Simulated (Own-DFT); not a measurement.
# One host, several defects: grey tin

Source: density functional calculations with Own-DFT, an unreviewed in-house program that is no longer used. Nothing was measured or relaxed, and spin and spin-orbit coupling are left out.

Common settings: PBE; PseudoDojo norm-conserving scalar-relativistic files; cutoff 42 hartree; 3 x 3 x 3 k mesh centred on Gamma; cold (Marzari-Vanderbilt) smearing of 0.2 eV.

Caveats (not all hold for every row): not probed for a lower state with spin; forces on such cells moved up to 12 meV/angstrom on a denser k mesh; stress not checked against mesh or cutoff.

All runs share one cell, with vectors in Å (12.978, 0.000, 0.000); (0.000, 12.978, 0.000); (0.000, 0.000, 12.978) and a volume of 2185.9 Å³. u is the rms random offset of the atoms per axis. The defect's site can differ from row to row.

```
cell,formula,u (Å),P (GPa)
no defect,Sn64,0.0198,3.39
no defect,Sn64,0.0220,3.40
no defect,Sn64,0.0560,3.74
two Sn vacancies,Sn62,0.0301,3.09
two Sn vacancies,Sn62,0.0316,3.15
two Sn vacancies,Sn62,0.0478,3.29
two Sn vacancies,Sn62,0.0503,?
one Sn vacancy,Sn63,0.0288,3.26
one Sn vacancy,Sn63,0.0485,3.40
one Sn vacancy,Sn63,0.0507,3.41
```

## Fit

P = P0 + c u² + a shift for each defect gives P0 = 3.35 GPa, c = 121 ± 9 GPa/Å² and a scatter of 0.03 GPa. The shifts, and each times the cell's volume:

- one Sn vacancy: -0.22 ± 0.02 GPa, -3.0 eV
- two Sn vacancies: -0.34 ± 0.02 GPa, -4.6 eV (-2.3 eV for each of its 2 sites)

Positive is outwards. The product with the volume (160.2 GPa Å³ to the eV) is nearly free of the cell's size; divided by the bulk modulus at the cell's pressure it gives the volume that the defect adds. The atoms around the defects weren't relaxed, which would change these numbers.

## Withheld run

Asked: what pressure belongs in the blank (two Sn vacancies, u = 0.0503 Å)?

The fit gives 3.32 ± 0.03 GPa. The hidden result is 3.25 GPa.
